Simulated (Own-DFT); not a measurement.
# Which defects push the lattice out? wurtzite GaN

No measurement is shown. These are fixed-geometry runs of a retired plane-wave code named Own-DFT, which no person has reviewed; spin and spin-orbit coupling are neglected.

Common settings: PBE; PseudoDojo norm-conserving scalar-relativistic files; cutoff 42 hartree; 4 x 4 x 3 k mesh centred on Gamma; Fermi-Dirac smearing of 0.1 eV.

Known weak points (not all hold for every row): not probed for a lower state with spin; forces not confirmed at this smearing and k mesh; stress not checked against mesh or cutoff.

All runs share one cell, with vectors in Å (9.567, 0.000, 0.000); (-4.784, 8.285, 0.000); (0.000, 0.000, 10.370) and a volume of 822.0 Å³. The atoms are randomly displaced, by u rms on each axis. The defect's site can differ from row to row.

```
cell,formula,u (Å),P (GPa)
no defect,Ga36N36,0.0216,5.99
no defect,Ga36N36,0.0220,5.94
no defect,Ga36N36,0.0480,7.34
one Ga on an N site,Ga37N35,0.0279,?
one Ga on an N site,Ga37N35,0.0326,12.14
one Ga on an N site,Ga37N35,0.0470,13.26
one Ga on an N site,Ga37N35,0.0480,13.10
one N on a Ga site,Ga35N37,0.0283,5.31
one N on a Ga site,Ga35N37,0.0310,5.65
one N on a Ga site,Ga35N37,0.0517,6.96
```

## Fit

P = P0 + c u² + a shift for each defect gives P0 = 5.55 GPa, c = 805 ± 49 GPa/Å² and a scatter of 0.11 GPa. The shifts, and each times the cell's volume:

- one Ga on an N site: 5.79 ± 0.10 GPa, 29.7 eV
- one N on a Ga site: -0.77 ± 0.09 GPa, -3.9 eV

Positive is outwards. The product with the volume (160.2 GPa Å³ to the eV) is nearly free of the cell's size; divided by the bulk modulus at the cell's pressure it gives the volume that the defect adds. The atoms around the defects weren't relaxed, which would change these numbers.

## Prediction

The question: what pressure belongs in the blank (one Ga on an N site, u = 0.0279 Å)?

Estimate: 11.96 ± 0.14 GPa. DFT gave 11.68 GPa.
